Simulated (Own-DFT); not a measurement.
Simulation results for Al₃₂O₄₇ (corundum with one vacancy, atoms displaced)

A calculation, not a measurement: plane-wave PBE density functional theory by an unreviewed code, no spin, of a simulated periodic cell, stress positive in tension, free energy of the whole cell less one offset for each atom, defect cell not probed for a lower state with spin; oxygen file: force components 24 meV/angstrom off all-electron in one glass; forces on such cells passed a denser k mesh, this cell's mesh not checked; offsets are fitted by least squares, one for each functional and potential file, so energies compare only between cells with the same atoms and settings and are not formation energies; the far tail of each file's local potential was reset to the Coulomb form; each entry is a single point on an unrelaxed cell, so the pressure reflects the starting lattice, mostly measured values, from which strain is counted, and rises with the displacements; printed positions are rounded, which can move forces by about a meV/angstrom; the program is a retired in-house code; no spin-orbit coupling; before rounding, a Quantum ESPRESSO 7.3.1 run of the same cell and cutoff gave forces within 1 meV/angstrom rms on each cell, which checks the program and not the settings. Program: Own-DFT development build.

```yaml
- formula: Al32O47
  kind: "corundum with one vacancy, atoms displaced"
  structure:
    cell_angstrom:
      - [5.494, 0.0, 8.6604]
      - [-2.747, 4.7579, 8.6604]
      - [-2.747, -4.7579, 8.6604]
    atoms_fractional:
      - [Al, 0.17538, 0.16964, 0.18429]
      - [Al, 0.30914, 0.32543, 0.33384]
      - [Al, 0.42023, 0.42993, 0.41635]
      - [Al, 0.0697, 0.07583, 0.07114]
      - [O, 0.27987, 0.46231, 0.12946]
      - [O, 0.47558, 0.12252, 0.27622]
      - [O, 0.12267, 0.28234, 0.47257]
      - [O, 0.22947, 0.02226, 0.3729]
      - [O, 0.02326, 0.38276, 0.22236]
      - [Al, 0.17539, 0.16954, 0.69045]
      - [Al, 0.32063, 0.32992, 0.82333]
      - [Al, 0.42132, 0.4297, 0.92342]
      - [Al, 0.07409, 0.07733, 0.57066]
      - [O, 0.29022, 0.46884, 0.6207]
      - [O, 0.47709, 0.12514, 0.772]
      - [O, 0.12154, 0.2652, 0.98886]
      - [O, 0.22371, 0.03186, 0.87125]
      - [O, 0.02735, 0.37187, 0.73264]
      - [O, 0.37143, 0.21815, 0.54098]
      - [Al, 0.17885, 0.67893, 0.17615]
      - [Al, 0.31727, 0.82339, 0.33437]
      - [Al, 0.42488, 0.92803, 0.43018]
      - [Al, 0.07604, 0.57825, 0.06382]
      - [O, 0.28391, 0.97872, 0.12229]
      - [O, 0.47695, 0.62167, 0.27475]
      - [O, 0.12068, 0.782, 0.46762]
      - [O, 0.21945, 0.51907, 0.37235]
      - [O, 0.03018, 0.86865, 0.22309]
      - [O, 0.37473, 0.71928, 0.03318]
      - [Al, 0.17883, 0.68098, 0.67293]
      - [Al, 0.31692, 0.82961, 0.82451]
      - [Al, 0.43198, 0.92797, 0.92087]
      - [Al, 0.06892, 0.57461, 0.5794]
      - [O, 0.29089, 0.96723, 0.6231]
      - [O, 0.47376, 0.62361, 0.77324]
      - [O, 0.12748, 0.77032, 0.96931]
      - [O, 0.21746, 0.53649, 0.8728]
      - [O, 0.0364, 0.87892, 0.72578]
      - [O, 0.36908, 0.71706, 0.53442]
      - [Al, 0.67718, 0.17798, 0.17104]
      - [Al, 0.82687, 0.33013, 0.32065]
      - [Al, 0.9371, 0.40611, 0.42782]
      - [Al, 0.58485, 0.06144, 0.0783]
      - [O, 0.76765, 0.47198, 0.13526]
      - [O, 0.9717, 0.12209, 0.27402]
      - [O, 0.61587, 0.27336, 0.47847]
      - [O, 0.71391, 0.03092, 0.37798]
      - [O, 0.53344, 0.3816, 0.21735]
      - [O, 0.88119, 0.22658, 0.02212]
      - [Al, 0.67093, 0.18402, 0.67528]
      - [Al, 0.81007, 0.33113, 0.83411]
      - [Al, 0.93031, 0.41519, 0.92417]
      - [Al, 0.57199, 0.0719, 0.5751]
      - [O, 0.77935, 0.45952, 0.63016]
      - [O, 0.98072, 0.12595, 0.7771]
      - [O, 0.62166, 0.27352, 0.97419]
      - [O, 0.71563, 0.0332, 0.87849]
      - [O, 0.53104, 0.37698, 0.72122]
      - [O, 0.87405, 0.23206, 0.52055]
      - [Al, 0.67177, 0.67864, 0.17116]
      - [Al, 0.82471, 0.8095, 0.32477]
      - [Al, 0.91796, 0.92878, 0.42408]
      - [Al, 0.57633, 0.58021, 0.07537]
      - [O, 0.77111, 0.9788, 0.13481]
      - [O, 0.97, 0.62061, 0.28767]
      - [O, 0.63224, 0.76413, 0.48088]
      - [O, 0.72321, 0.53636, 0.35817]
      - [O, 0.52465, 0.86854, 0.22229]
      - [O, 0.88198, 0.72631, 0.0227]
      - [Al, 0.68295, 0.67109, 0.6766]
      - [Al, 0.82397, 0.82157, 0.83608]
      - [Al, 0.92964, 0.92336, 0.92012]
      - [Al, 0.56841, 0.57646, 0.57696]
      - [O, 0.79166, 0.96229, 0.63319]
      - [O, 0.97829, 0.62111, 0.77067]
      - [O, 0.63397, 0.77277, 0.97042]
      - [O, 0.72656, 0.52247, 0.88042]
      - [O, 0.51909, 0.88192, 0.72357]
      - [O, 0.87559, 0.71429, 0.53642]
  settings:
    functional: PBE
    potential_files: "PseudoDojo norm-conserving, scalar-relativistic, standard set"
    "wave_cutoff [hartree]": 72.0
    occupations: Fermi-Dirac
    "smearing_width [eV]": 0.1
    k_mesh: "3 x 3 x 3 centred on Gamma"
  results:
    "free_energy_of_cell_above_offsets [eV]": "-52.867"
    "pressure [GPa]": 9.51
    "stress_xx [GPa]": -8.82
    "stress_yy [GPa]": -10.51
    "stress_zz [GPa]": -9.18
    "stress_yz [GPa]": 0.37
    "stress_xz [GPa]": -0.83
    "stress_xy [GPa]": -0.36
    force_element: [Al, Al, Al, Al, O, O, O, O, O, Al, Al, Al, Al, O, O, O, O, O, O, Al, Al, Al, Al, O, O, O, O, O, O, Al, Al, Al, Al, O, O, O, O, O, O, Al, Al, Al, Al, O, O, O, O, O, O, Al, Al, Al, Al, O, O, O, O, O, O, Al, Al, Al, Al, O, O, O, O, O, O, Al, Al, Al, Al, O, O, O, O, O, O]
    "force_x [eV/angstrom]": [1.088, 2.777, 0.88, 0.896, -0.318, -1.215, 0.472, -1.734, 1.386, -0.135, 0.319, 0.498, 0.176, -1.285, -0.884, 0.262, -0.317, 1.128, -0.388, 0.241, 1.7, 1.38, -0.375, 0.622, -2.103, 0.365, -1.099, -0.749, 0.236, -1.088, 1.484, -0.889, 1.178, -1.396, -0.978, -0.377, 0.888, 0.3, 0.998, -1.451, -1.01, -2.904, -2.543, 2.319, -0.943, 1.463, 1.082, 0.065, -1.26, 0.529, 1.829, -1.015, -0.301, -0.036, -0.726, 0.19, 1.578, -0.511, 0.458, 0.177, -0.746, -0.039, 0.3, 2.391, 1.337, -1.054, -1.101, 0.083, -1.254, -1.085, 1.324, -0.769, 1.801, -0.541, -1.097, -0.834, -0.928, 1.499, -0.225]
    "force_y [eV/angstrom]": [2.05, 0.439, -1.261, -1.223, 1.11, -0.46, -2.026, -0.595, -0.507, 2.5, -1.418, -1.446, -0.468, 0.632, -0.851, 2.732, -2.364, 1.03, 1.282, -0.83, 0.906, 0.204, -2.171, -1.021, 0.279, -0.585, -0.228, 0.882, 1.133, -0.818, -1.012, -0.312, -0.057, 0.61, -0.32, 0.345, -0.052, 0.355, 1.337, -0.442, -0.298, 3.1, 0.777, 1.266, -0.469, 0.813, -0.545, -0.97, -1.502, -0.416, 0.222, 0.333, 0.756, 0.443, -0.67, 0.378, -0.163, -0.086, -1.941, -1.103, 0.514, -0.498, -0.81, -0.033, 0.175, 1.386, -2.037, 0.303, -0.238, -0.245, 1.504, 0.459, 0.327, 1.052, -0.713, 0.565, 1.062, -1.225, 1.171]
    "force_z [eV/angstrom]": [-0.28, 0.077, 1.277, 1.216, -0.256, 0.18, -0.65, 1.023, -0.793, -0.595, -0.327, 0.227, 0.645, -0.612, 0.64, 0.142, 0.588, -0.713, -1.357, -1.389, -1.176, -0.153, 1.236, -1.173, 0.172, 0.333, 2.172, 0.268, 0.066, -1.527, 0.306, 0.527, 0.112, -0.573, 0.995, 1.401, -0.699, -1.519, 1.079, 1.01, -1.731, 1.556, -0.381, -0.427, 0.944, 1.351, 0.156, -1.42, -1.756, -1.169, -1.098, 2.452, 0.896, 0.484, -0.963, 0.839, -0.026, -0.385, -0.78, 0.6, 1.41, 0.573, -1.317, -1.555, -0.961, -0.801, 1.546, 1.639, -0.941, -0.439, -1.491, 1.993, -0.189, -0.719, 1.597, -0.432, -0.531, -0.157, -0.266]
```
